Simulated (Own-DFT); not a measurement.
# How strain changes the stress of diamond-structure SiGeSn with randomly placed atoms, 64 atoms (Ge48Si8Sn8)

These are calculations, not measurements. The program, named Own-DFT, is a retired in-house plane-wave density functional code that no person has reviewed. Each row is one single-point run on a periodic cell that was not relaxed, without spin or spin-orbit coupling.

Settings of every run: PBEsol; PseudoDojo norm-conserving scalar-relativistic files, made for PBE; cutoff 49 hartree; 3 x 3 x 3 k mesh centred on Gamma; Fermi-Dirac smearing of 0.1 eV.

Known limits: forces on such cells moved up to 12 meV/angstrom on a denser k mesh; stress not checked against mesh or cutoff.

Unstrained cell vectors in Å: (11.467, 0.000, 0.000); (0.000, 11.467, 0.000); (0.000, 0.000, 11.467). The unstrained cell has measured lattice constants (interpolated for alloys), not those of this functional. That, the random moves and any unrelaxed bonds set the pressure at no strain. Each run strains this cell uniformly, with the atoms carried along. Every atom was also moved at random, by a Gaussian of width 0.05 Å on each axis. The random placing of the alloy's atoms differs from row to row. Strain is the symmetric tensor, in per cent. Stress is positive in tension, and the pressure is minus a third of its trace.

```
run,e_xx (%),e_yy (%),e_zz (%),s_xx (GPa),s_yy (GPa),s_zz (GPa),P (GPa),E (meV/atom)
1,-1.50,-1.50,0.00,-4.89,-4.96,-3.83,4.56,13.0
2,-2.50,-2.50,0.00,-6.73,-6.57,-5.24,6.18,20.2
3,-2.00,-2.00,0.00,-5.95,-6.02,-4.73,5.57,31.8
4,-3.00,-3.00,0.00,-7.81,-7.80,-5.80,7.14,31.5
5,-2.25,-2.25,0.00,-6.29,-6.10,-4.79,5.73,14.1
6,-1.25,-1.25,0.00,-4.19,-4.37,-3.37,3.98,0.0
7,-1.75,-1.75,0.00,-5.47,-5.38,-4.46,5.10,26.9
8,-2.75,-2.75,0.00,?,?,?,?,?
```

E is the free energy for each atom above the lowest run shown.

## Worked fit

The change of volume is close to e_xx + e_yy + e_zz. A straight line through the runs shown gives P = 1.92 - 88 x (fractional change of volume) GPa, with an error of 4 on the slope and a scatter of 0.13 GPa. The strain isn't the same on all axes, but the crystal is cubic, so the slope still estimates the bulk modulus, averaged over pressures from 4.0 to 7.1 GPa.

## Withheld run

Question: what pressure should run 8 give? Its volume changes by -5.42 %.

The line gives 6.7 GPa. The calculation gave 6.92 GPa.
